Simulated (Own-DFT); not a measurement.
# Strain and stress in wurtzite AlN, 128 atoms (Al64N64)

All numbers below are calculated, not measured. They come from Own-DFT, an in-house plane-wave density functional program, since retired, whose code no person has reviewed. Each row is one single-point run on a periodic cell that was not relaxed, without spin or spin-orbit coupling.

Settings of every run: PBE; PseudoDojo norm-conserving scalar-relativistic files; cutoff 42 hartree; 3 x 3 x 3 k mesh centred on Gamma; Gaussian smearing of 0.01 eV.

Known limits: k mesh not checked against a denser one; stress not checked against mesh or cutoff.

Unstrained cell vectors in Å: (12.448, 0.000, 0.000); (-6.224, 10.780, 0.000); (0.000, 0.000, 9.964). The unstrained cell has measured lattice constants (interpolated for alloys), not those of this functional. That, the random moves and any unrelaxed bonds set the pressure at no strain. Each run strains this cell uniformly, with the atoms carried along. Every atom was also moved at random, by a Gaussian of width 0.05 Å on each axis. Strain is the symmetric tensor, in per cent. Stress is positive in tension, and the pressure is minus a third of its trace.

```
run,e_xx (%),e_yy (%),e_zz (%),e_yz (%),e_xz (%),e_xy (%),s_xx (GPa),s_yy (GPa),s_zz (GPa),s_yz (GPa),s_xz (GPa),s_xy (GPa),P (GPa),E (meV/atom)
1,1.22,1.44,0.70,-0.02,1.17,-0.51,0.44,1.77,2.17,-0.20,3.03,-1.51,-1.46,0.0
2,-0.56,1.57,1.08,0.65,1.96,0.78,-4.51,0.07,-0.52,1.67,4.58,1.58,1.65,20.8
3,1.77,-0.41,-1.22,1.37,-1.05,-0.75,0.92,-6.70,-9.59,3.42,-2.92,-3.03,5.12,14.2
4,0.88,0.42,0.76,-0.41,1.58,-1.92,0.01,-3.99,-2.29,-1.36,3.99,-7.15,2.09,23.1
5,-1.15,1.39,-0.15,1.62,1.84,-0.22,-9.72,-0.95,-6.72,4.11,5.04,-1.88,5.80,29.7
6,-0.61,-0.99,0.25,-0.62,0.63,-0.49,-9.76,-9.46,-6.95,-1.29,1.73,-1.68,8.72,23.7
7,-0.72,0.63,-0.18,0.46,-1.95,0.93,-7.55,-4.79,-6.00,0.91,-5.02,3.11,6.12,20.5
8,0.64,0.09,0.44,0.18,1.27,0.55,-3.03,-4.08,-2.88,0.58,2.86,1.15,3.33,16.9
9,1.40,0.03,1.34,0.87,1.32,1.94,1.40,-4.45,1.91,1.68,3.17,6.38,0.38,18.0
10,-0.58,1.96,-0.80,-0.38,-0.18,-1.55,-6.55,1.98,-7.91,-0.94,-1.11,-6.08,4.16,8.7
11,-1.44,-0.79,-1.11,0.34,0.52,0.91,-14.72,-10.94,-14.11,1.53,1.95,3.57,13.26,32.9
12,-0.08,1.05,-1.31,-1.48,-0.15,1.03,-7.62,-2.73,-9.42,-3.49,0.01,4.97,6.59,35.9
13,0.47,0.38,0.75,1.99,1.83,-0.48,-4.29,-2.46,-1.58,4.93,5.25,-2.04,2.77,26.2
14,-1.63,-0.75,-0.76,0.66,1.53,1.51,-14.24,-10.86,-13.85,1.75,3.56,6.47,12.99,36.8
15,-0.09,0.90,-0.10,-0.99,0.02,-0.96,-5.40,-1.84,-6.05,-2.90,0.37,-3.00,4.43,25.0
16,0.14,-0.38,-0.57,0.89,1.64,-1.43,?,?,?,?,?,?,?,?
```

E is the free energy for each atom above the lowest run shown.

## Worked fit

Each stress component was fitted by least squares to a constant and the strains of the runs shown, as fractions, with shears doubled. Shear strains stay in the fit of a normal stress only where such slopes are resolved. The slopes, in GPa:

| stress | at no strain | per e_xx | per e_yy | per e_zz | scatter |
|---|---|---|---|---|---|
| s_xx | -6.0 | 425 ± 26 | 114 ± 27 | 101 ± 32 | 0.94 |
| s_yy | -5.8 | 83 ± 20 | 409 ± 21 | 49 ± 24 | 0.73 |
| s_zz | -6.2 | 161 ± 23 | 154 ± 24 | 421 ± 28 | 0.83 |

Each shear stress against twice its own strain: yz 125 ± 4, xz 130 ± 8, xy 186 ± 8 GPa. These are stiffnesses along x, y and z of the frame in which the cell vectors are given, which need not be the crystal's axes. The atoms are held to the strained lattice; where symmetry lets them move under strain, relaxing them would lower some slopes. The table should be nearly symmetric about its diagonal, and what it lacks of that shows the noise. A ninth of its sum, 213 ± 5 GPa, estimates the bulk modulus near the mean pressure of these runs, 5.1 GPa, so it lies above the value at zero pressure.

## Withheld run

Question: what normal stresses and pressure should run 16 give?

The fit gives s_xx = -6.4, s_yy = -7.5, s_zz = -8.9 and P = 7.6 GPa. The calculation gave -5.76, -9.30, -7.20 and P = 7.42 GPa.
